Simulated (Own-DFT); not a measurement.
# Point defects and the pressure they add: zincblende GaAs

Everything here is calculated. The program is Own-DFT (plane waves, in-house, since retired, never reviewed by a person); positions were held fixed, and spin and spin-orbit coupling were off.

Common settings: PBE; PseudoDojo norm-conserving scalar-relativistic files; cutoff 42 hartree; 3 x 3 x 3 k mesh centred on Gamma; Fermi-Dirac smearing of 0.1 eV.

Known weak points (not all hold for every row): not probed for a lower state with spin; forces not confirmed at this smearing and k mesh; stress not checked against mesh or cutoff.

All runs share one cell, with vectors in Å (10.862, 0.000, 0.000); (0.000, 10.862, 0.000); (0.000, 0.000, 11.796) and a volume of 1391.7 Å³, strained against the parent crystal. u is the rms random offset of the atoms per axis. The defect's site can differ from row to row.

```
cell,formula,u (Å),P (GPa)
no defect,As32Ga32,0.0315,6.67
no defect,As32Ga32,0.0477,7.01
no defect,As32Ga32,0.0526,7.13
one Al on a Ga site,AlAs32Ga31,0.0288,6.71
one Al on a Ga site,AlAs32Ga31,0.0459,7.01
one Al on a Ga site,AlAs32Ga31,0.0501,7.13
one In on a Ga site,As32Ga31In,0.0277,7.36
one In on a Ga site,As32Ga31In,0.0302,?
one In on a Ga site,As32Ga31In,0.0317,7.44
one In on a Ga site,As32Ga31In,0.0329,7.42
one P on an As site,As31Ga32P,0.0313,6.46
one P on an As site,As31Ga32P,0.0479,6.65
one P on an As site,As31Ga32P,0.0490,6.74
one As vacancy and one Ga vacancy,As31Ga31,0.0304,5.96
one As vacancy and one Ga vacancy,As31Ga31,0.0305,5.94
one As vacancy and one Ga vacancy,As31Ga31,0.0512,6.24
```

## Fit

P = P0 + c u² + a shift for each defect gives P0 = 6.51 GPa, c = 212 ± 16 GPa/Å² and a scatter of 0.04 GPa. The shifts, and each times the cell's volume:

- one In on a Ga site: 0.70 ± 0.04 GPa, 6.0 eV
- one Al on a Ga site: 0.05 ± 0.03 GPa, 0.5 eV (not resolved)
- one P on an As site: -0.30 ± 0.03 GPa, -2.6 eV
- one As vacancy and one Ga vacancy: -0.78 ± 0.03 GPa, -6.8 eV

Positive is outwards. The product with the volume (160.2 GPa Å³ to the eV) is nearly free of the cell's size; divided by the bulk modulus at the cell's pressure it gives the volume that the defect adds. The atoms around the defects weren't relaxed, which would change these numbers.

## The run left out

Question: what pressure belongs in the blank (one In on a Ga site, u = 0.0302 Å)?

The fitted form gives 7.40 ± 0.05 GPa. The run itself gave 7.41 GPa.
